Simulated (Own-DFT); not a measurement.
# Response to strain: 4H SiC, 32 atoms (C16Si16)

Calculated results; nothing here was measured. They come from Own-DFT, an in-house plane-wave density functional program, since retired, whose code no person has reviewed. Each row is one single-point run on a periodic cell that was not relaxed, without spin or spin-orbit coupling.

Settings of every run: PBE; PseudoDojo norm-conserving scalar-relativistic files; cutoff 42 hartree; 5 x 5 x 3 k mesh centred on Gamma; Fermi-Dirac smearing of 0.1 eV.

Known limits: forces on such cells passed a denser k mesh, each cell not checked; stress not checked against mesh or cutoff.

Unstrained cell vectors in Å: (6.165, 0.000, 0.000); (-3.083, 5.339, 0.000); (0.000, 0.000, 10.068). The unstrained cell has measured lattice constants (interpolated for alloys), not those of this functional. That, the random moves and any unrelaxed bonds set the pressure at no strain. Each run strains this cell uniformly, with the atoms carried along. Every atom was also moved at random, by a Gaussian of width 0.05 Å on each axis. Strain is the symmetric tensor, in per cent. Stress is positive in tension, and the pressure is minus a third of its trace.

| run | e_xx (%) | e_yy (%) | e_zz (%) | e_yz (%) | e_xz (%) | e_xy (%) | s_xx (GPa) | s_yy (GPa) | s_zz (GPa) | s_yz (GPa) | s_xz (GPa) | s_xy (GPa) | P (GPa) | E (meV/atom) |
|---|---|---|---|---|---|---|---|---|---|---|---|---|---|---|
| 1 | 1.46 | 0.68 | -0.09 | -0.05 | 1.64 | -0.86 | 3.57 | 0.84 | -8.36 | 0.17 | 5.46 | -2.98 | 1.32 | 21.6 |
| 2 | -1.88 | 0.30 | -1.87 | 1.39 | -0.56 | -1.65 | -16.07 | -5.64 | -20.03 | 3.81 | -1.12 | -6.99 | 13.92 | 51.8 |
| 3 | -1.14 | -0.61 | -0.95 | 0.06 | 1.18 | -1.37 | -13.85 | -9.76 | -14.40 | 0.67 | 4.25 | -6.89 | 12.67 | 59.1 |
| 4 | -0.27 | 1.50 | -0.19 | -0.56 | -0.91 | 1.52 | -4.84 | 1.82 | -5.62 | -1.62 | -3.95 | 7.09 | 2.88 | 19.4 |
| 5 | 0.27 | 0.16 | 1.28 | -0.07 | -0.62 | 1.18 | -2.88 | -1.94 | -1.25 | -0.73 | -1.29 | 7.04 | 2.03 | 26.4 |
| 6 | 1.12 | 0.11 | 1.48 | -0.12 | -0.92 | -0.25 | 1.04 | -4.77 | 3.91 | -0.71 | -4.97 | -2.27 | -0.06 | 41.2 |
| 7 | -0.03 | -1.11 | -0.01 | -0.84 | -0.98 | 0.80 | -3.85 | -13.91 | -4.32 | -3.57 | -2.21 | 5.21 | 7.36 | 0.0 |
| 8 | -1.88 | 1.32 | -1.02 | 0.82 | -1.14 | -1.87 | -18.53 | 0.25 | -11.54 | 2.86 | -4.31 | -11.03 | 9.94 | 43.9 |
| 9 | -0.26 | 0.65 | -1.35 | 0.44 | 0.52 | -1.11 | -5.26 | -3.66 | -15.98 | 1.82 | 1.91 | -5.48 | 8.30 | 44.1 |
| 10 | -0.67 | 0.37 | 0.93 | -0.95 | -0.63 | 1.00 | -9.57 | -4.18 | 0.35 | -3.48 | -3.11 | 5.94 | 4.47 | 29.6 |
| 11 | 1.53 | -1.11 | 1.90 | 1.58 | -0.40 | -0.58 | 4.93 | -7.18 | 2.15 | 5.37 | -1.78 | -3.17 | 0.03 | 16.2 |
| 12 | -1.37 | 0.88 | 1.00 | -1.72 | 1.27 | 0.73 | -10.41 | -0.77 | -0.97 | -3.67 | 4.26 | 2.60 | 4.05 | 25.5 |
| 13 | -1.02 | 0.18 | -1.44 | 1.66 | -1.38 | -1.89 | -14.62 | -3.65 | -15.91 | 5.52 | -6.07 | -7.23 | 11.39 | 49.4 |
| 14 | -1.10 | -1.39 | -1.94 | -1.50 | -1.61 | -1.41 | -16.89 | -14.54 | -20.61 | -5.95 | -6.44 | -9.11 | 17.35 | 83.4 |
| 15 | 2.00 | -1.05 | -0.53 | 1.17 | -0.96 | 1.06 | 4.21 | -8.64 | -10.69 | 3.90 | -2.98 | 4.63 | 5.04 | 45.0 |
| 16 | 1.78 | -1.35 | 0.48 | 0.92 | -0.40 | -1.45 | ? | ? | ? | ? | ? | ? | ? | ? |

E is the free energy for each atom above the lowest run shown.

## Worked fit

Each stress component was fitted by least squares to a constant and the strains of the runs shown, as fractions, with shears doubled. Shear strains stay in the fit of a normal stress only where such slopes are resolved. The slopes, in GPa:

| stress | at no strain | per e_xx | per e_yy | per e_zz | scatter |
|---|---|---|---|---|---|
| s_xx | -5.5 | 592 ± 51 | 96 ± 59 | 95 ± 48 | 1.86 |
| s_yy | -5.1 | 98 ± 41 | 546 ± 48 | 37 ± 39 | 1.52 |
| s_zz | -7.1 | -3 ± 49 | 72 ± 58 | 630 ± 46 | 1.81 |

Each shear stress against twice its own strain: yz 170 ± 10, xz 197 ± 11, xy 272 ± 25 GPa. These are stiffnesses along x, y and z of the frame in which the cell vectors are given, which need not be the crystal's axes. The atoms are held to the strained lattice; where symmetry lets them move under strain, relaxing them would lower some slopes. The table should be nearly symmetric about its diagonal, and what it lacks of that shows the noise. A ninth of its sum, 240 ± 7 GPa, estimates the bulk modulus near the mean pressure of these runs, 6.7 GPa, so it lies above the value at zero pressure.

## Withheld run

Question: what normal stresses and pressure should run 16 give?

The fit gives s_xx = 4.2, s_yy = -10.5, s_zz = -5.1 and P = 3.8 GPa. The calculation gave 3.27, -11.52, -3.36 and P = 3.87 GPa.
